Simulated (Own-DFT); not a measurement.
# Response to strain: diamond-structure GeSn with randomly placed atoms, 64 atoms (Ge52Sn12)

Calculated results; nothing here was measured. The program, named Own-DFT, is a retired in-house plane-wave density functional code that no person has reviewed. Each row is one single-point run on a periodic cell that was not relaxed, without spin or spin-orbit coupling.

Settings of every run: PBE; PseudoDojo norm-conserving scalar-relativistic files; cutoff 49 hartree; 3 x 3 x 3 k mesh centred on Gamma; Fermi-Dirac smearing of 0.1 eV.

Known limits: forces on such cells moved up to 12 meV/angstrom on a denser k mesh; stress not checked against mesh or cutoff.

Unstrained cell vectors in Å: (11.628, 0.000, 0.000); (0.000, 11.628, 0.000); (0.000, 0.000, 11.628). The unstrained cell has measured lattice constants (interpolated for alloys), not those of this functional. That, the random moves and any unrelaxed bonds set the pressure at no strain. Each run strains this cell uniformly, with the atoms carried along. Every atom was also moved at random, by a Gaussian of width 0.05 Å on each axis. The random placing of the alloy's atoms differs from row to row. Strain is the symmetric tensor, in per cent. Stress is positive in tension, and the pressure is minus a third of its trace.

| run | e_xx (%) | e_yy (%) | e_zz (%) | s_xx (GPa) | s_yy (GPa) | s_zz (GPa) | P (GPa) | E (meV/atom) |
|---|---|---|---|---|---|---|---|---|
| 1 | 2.75 | 2.75 | 0.00 | -1.26 | -1.24 | -2.53 | 1.68 | 0.0 |
| 2 | -0.50 | -0.50 | 0.00 | -6.24 | -6.22 | -5.96 | 6.14 | 42.6 |
| 3 | 2.25 | 2.25 | 0.00 | -1.91 | -1.88 | -3.19 | 2.33 | 7.0 |
| 4 | -2.00 | -2.00 | 0.00 | -8.99 | -9.07 | -8.06 | 8.71 | 82.7 |
| 5 | 1.50 | 1.50 | 0.00 | -3.07 | -3.20 | -3.66 | 3.31 | 17.2 |
| 6 | -1.50 | -1.50 | 0.00 | -8.08 | -8.38 | -7.57 | 8.01 | 85.7 |
| 7 | -1.25 | -1.25 | 0.00 | -7.83 | -7.87 | -7.42 | 7.71 | 82.6 |
| 8 | -3.00 | -3.00 | 0.00 | -11.32 | -11.51 | -9.56 | 10.80 | 126.2 |
| 9 | 0.25 | 0.25 | 0.00 | ? | ? | ? | ? | ? |

E is the free energy for each atom above the lowest run shown.

## Worked fit

The change of volume is close to e_xx + e_yy + e_zz. A straight line through the runs shown gives P = 5.78 - 78 x (fractional change of volume) GPa, with an error of 2 on the slope and a scatter of 0.28 GPa. The strain isn't the same on all axes, but the crystal is cubic, so the slope still estimates the bulk modulus, averaged over pressures from 1.7 to 10.8 GPa.

## Withheld run

Question: what pressure should run 9 give? Its volume changes by 0.50 %.

The line gives 5.4 GPa. The calculation gave 5.29 GPa.
